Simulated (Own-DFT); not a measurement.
# Computed records: GaP (zincblende, strained, atoms displaced)

A calculation, not a measurement: plane-wave PBE density functional theory by an unreviewed code, no spin, of a simulated periodic cell, stress positive in tension, free energy of the whole cell less one offset for each atom, forces on such cells passed a denser k mesh, this cell's mesh not checked; offsets are fitted by least squares, one for each functional and potential file, so energies compare only between cells with the same atoms and settings and are not formation energies; the far tail of each file's local potential was reset to the Coulomb form; each entry is a single point on an unrelaxed cell, so the pressure reflects the starting lattice, mostly measured values (interpolated for alloys), from which strain is counted, and rises with the displacements; printed positions are rounded, which can move forces by about a meV/angstrom; the program, named Own-DFT, is a retired in-house code; no spin-orbit coupling. Program: Own-DFT development build.

GaP (zincblende, strained, atoms displaced)

```
CELL_PARAMETERS angstrom
10.86200 0.00000 0.00000
0.00000 10.86200 0.00000
0.00000 0.00000 10.94390
ATOMIC_POSITIONS crystal
Ga 0.99777 0.00624 0.99902
Ga 0.98843 0.24407 0.25003
Ga 0.24151 0.98997 0.24961
Ga 0.25092 0.24499 0.99922
P 0.14221 0.13770 0.12925
P 0.13940 0.38486 0.36138
P 0.37997 0.12127 0.37160
P 0.37548 0.36325 0.13487
Ga 0.00424 0.00154 0.49340
Ga 0.01077 0.24939 0.75764
Ga 0.25584 0.00495 0.76002
Ga 0.25485 0.24794 0.49122
P 0.12029 0.12429 0.62606
P 0.12738 0.37663 0.87410
P 0.36804 0.10882 0.85940
P 0.37059 0.37197 0.62118
Ga 0.00270 0.49444 0.00588
Ga 0.02251 0.74836 0.26151
Ga 0.25810 0.49094 0.25563
Ga 0.24315 0.76863 0.99920
P 0.12596 0.61576 0.13269
P 0.12457 0.87849 0.36789
P 0.37796 0.62403 0.38340
P 0.38045 0.85574 0.12788
Ga 0.00087 0.49916 0.48040
Ga 0.01043 0.74139 0.75567
Ga 0.23732 0.50338 0.75944
Ga 0.26920 0.74878 0.49539
P 0.11847 0.63556 0.61719
P 0.13029 0.87178 0.88223
P 0.37912 0.63147 0.85806
P 0.38626 0.87864 0.62936
Ga 0.50458 0.99781 0.00462
Ga 0.50831 0.24026 0.25044
Ga 0.74601 0.99502 0.25011
Ga 0.74338 0.25020 0.99148
P 0.62020 0.12138 0.12192
P 0.64832 0.37119 0.36147
P 0.88125 0.12579 0.37174
P 0.87383 0.37373 0.12522
Ga 0.50102 0.00728 0.50565
Ga 0.50134 0.25059 0.75193
Ga 0.76160 0.00684 0.75404
Ga 0.73967 0.25315 0.50370
P 0.62319 0.12252 0.61409
P 0.62286 0.37961 0.88986
P 0.87466 0.12572 0.87440
P 0.89339 0.36920 0.61883
Ga 0.49096 0.50260 0.99392
Ga 0.50346 0.74774 0.26223
Ga 0.76056 0.49845 0.25360
Ga 0.74899 0.74623 0.01003
P 0.61724 0.61820 0.13465
P 0.61905 0.86872 0.37769
P 0.88485 0.62573 0.38230
P 0.86885 0.87292 0.11720
Ga 0.48531 0.49063 0.49619
Ga 0.48533 0.73744 0.74987
Ga 0.75926 0.49530 0.74424
Ga 0.74894 0.75287 0.51174
P 0.61929 0.62102 0.60955
P 0.61704 0.86976 0.88114
P 0.86777 0.62268 0.86730
P 0.87961 0.87907 0.62621
```

| Item | Value |
| --- | --- |
| functional | PBE |
| potential files | PseudoDojo norm-conserving, scalar-relativistic, standard set |
| wave cutoff | 42 hartree |
| occupations | Fermi-Dirac |
| smearing width | 0.1 eV |
| hardware | one NVIDIA H100 |
| k mesh | 3 x 3 x 3 centred on Gamma |
| free energy of cell above offsets | -27.572 eV |
| pressure | 4.83 GPa |
| stress xx | -4.82 GPa |
| stress yy | -5.28 GPa |
| stress zz | -4.39 GPa |
| stress yz | 0.43 GPa |
| stress xz | -0.01 GPa |
| stress xy | -1.54 GPa |
| wall time | 603.3 s |

Force:
| element | x (eV/Å) | y (eV/Å) | z (eV/Å) |
| --- | --- | --- | --- |
| Ga | 0.671 | -0.309 | 0.889 |
| Ga | 1.91 | 1.222 | -0.832 |
| Ga | 2.064 | 0.913 | -1.186 |
| Ga | 1.219 | 0.686 | -1.212 |
| P | -2.489 | -1.737 | 0.38 |
| P | -2.912 | -2.895 | 2.325 |
| P | -0.567 | -0.495 | 0.014 |
| P | 0.6 | 0.74 | -1.413 |
| Ga | -0.466 | -0.12 | 0.595 |
| Ga | -0.867 | -0.149 | -0.763 |
| Ga | -3.644 | -3.469 | -3.894 |
| Ga | -0.657 | -0.037 | 0.31 |
| P | 1.25 | -0.256 | -0.28 |
| P | -0.083 | -0.544 | 1.464 |
| P | 3.978 | 4.164 | 4.435 |
| P | -0.376 | -0.12 | 1.228 |
| Ga | -0.616 | 0.572 | -0.564 |
| Ga | -2.543 | -1.118 | -1.73 |
| Ga | 1.56 | 2.306 | -1.847 |
| Ga | 1.579 | -3.238 | 1.603 |
| P | 0.98 | 0.67 | -0.896 |
| P | 1.091 | -0.014 | 2.549 |
| P | 0.072 | -0.777 | -1.977 |
| P | -0.259 | 1.862 | 0.282 |
| Ga | 1.496 | -0.942 | 1.765 |
| Ga | -1.099 | 0.952 | 0.044 |
| Ga | 0.912 | 0.832 | -2.114 |
| Ga | -1.759 | 1.46 | 1.455 |
| P | 1.258 | -1.258 | -0.422 |
| P | -2.044 | 2.021 | -1.962 |
| P | -3.556 | -2.77 | 4.017 |
| P | -1.264 | 0.042 | -0.287 |
| Ga | -1.303 | -0.711 | -0.518 |
| Ga | 0.096 | 0.764 | 0.282 |
| Ga | 0.242 | -0.051 | -0.053 |
| Ga | 0.686 | -0.507 | 1.409 |
| P | 1.176 | 0.176 | 0.03 |
| P | -2.915 | -0.365 | 1.232 |
| P | -1.728 | -0.849 | 0.944 |
| P | -0.097 | -0.565 | -0.623 |
| Ga | -0.606 | -1.316 | -1.254 |
| Ga | -0.046 | -0.02 | -0.266 |
| Ga | -1.749 | -1.338 | -0.86 |
| Ga | 1.866 | -0.066 | -0.124 |
| P | 1.072 | 0.82 | 2.445 |
| P | -0.038 | -0.051 | -2.451 |
| P | 0.62 | 1.199 | 0.411 |
| P | -1.1 | 0.038 | 0.205 |
| Ga | -0.428 | 0.238 | 1.289 |
| Ga | -0.339 | -0.927 | -0.729 |
| Ga | 0.414 | 1.524 | -0.823 |
| Ga | -1.011 | -0.683 | -1.014 |
| P | 0.708 | -0.024 | -0.442 |
| P | 1.162 | 1.341 | 0.806 |
| P | -1.703 | 1.624 | -1.321 |
| P | 1.624 | 0.365 | 1.494 |
| Ga | 2.093 | -0.352 | -0.107 |
| Ga | 4.105 | 2.747 | -2.724 |
| Ga | -0.982 | -0.329 | -0.848 |
| Ga | 0.39 | -0.018 | -0.771 |
| P | -0.017 | -0.706 | 1.613 |
| P | 0.987 | -0.192 | -1.025 |
| P | 0.993 | 0.274 | 1.487 |
| P | 0.385 | -0.231 | 0.331 |
